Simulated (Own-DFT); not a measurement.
# Which defects push the lattice out? B20 RuSi

The numbers are computed, not measured, by runs of the plane-wave DFT program Own-DFT (in-house, retired, unreviewed) at fixed positions, with no spin and no spin-orbit coupling.

Settings: PBE; PseudoDojo norm-conserving scalar-relativistic files; cutoff 50 hartree; 5 x 4 x 5 k mesh centred on Gamma; cold (Marzari-Vanderbilt) smearing of 0.2 eV.

Known weak points (not all hold for every row): not probed for a lower state with spin; forces on such cells failed a check on a denser k mesh; stress not checked against mesh or cutoff.

All runs share one cell, with vectors in Å (4.709, 0.000, 4.709); (0.000, 9.417, 0.000); (-4.709, 0.000, 4.709) and a volume of 417.6 Å³. Atoms were moved at random from their sites; u is the rms move along one axis. The defect's site can differ from row to row.

```
               cell   formula   u (Å)  P (GPa)
          no defect  Ru16Si16  0.0200     4.85
          no defect  Ru16Si16  0.0423     6.17
          no defect  Ru16Si16  0.0530     6.38
     one Ru vacancy  Ru15Si16  0.0282     3.33
     one Ru vacancy  Ru15Si16  0.0302     3.50
     one Ru vacancy  Ru15Si16  0.0508     4.06
one Si on a Ru site  Ru15Si17  0.0287     5.81
one Si on a Ru site  Ru15Si17  0.0338     5.97
one Si on a Ru site  Ru15Si17  0.0473     6.96
one Ru on a Si site  Ru17Si15  0.0289     8.25
one Ru on a Si site  Ru17Si15  0.0295     8.66
one Ru on a Si site  Ru17Si15  0.0502     9.67
     one Si vacancy  Ru16Si15  0.0260     2.32
     one Si vacancy  Ru16Si15  0.0288     2.67
     one Si vacancy  Ru16Si15  0.0488        ?
     one Si vacancy  Ru16Si15  0.0536     2.12
```

## Analysis

P = P0 + c u² + a shift for each defect gives P0 = 5.12 GPa, c = 409 ± 137 GPa/Å² and a scatter of 0.45 GPa. The shifts, and each times the cell's volume:

- one Ru on a Si site: 3.16 ± 0.37 GPa, 8.2 eV
- one Si on a Ru site: 0.55 ± 0.37 GPa, 1.4 eV (not resolved)
- one Ru vacancy: -2.08 ± 0.37 GPa, -5.4 eV
- one Si vacancy: -3.35 ± 0.37 GPa, -8.7 eV

Positive is outwards. The product with the volume (160.2 GPa Å³ to the eV) is nearly free of the cell's size; divided by the bulk modulus at the cell's pressure it gives the volume that the defect adds. The atoms around the defects weren't relaxed, which would change these numbers.

## Test on the hidden row

Asked: what pressure belongs in the blank (one Si vacancy, u = 0.0488 Å)?

Estimate: 2.75 ± 0.54 GPa. The run itself gave 2.81 GPa.
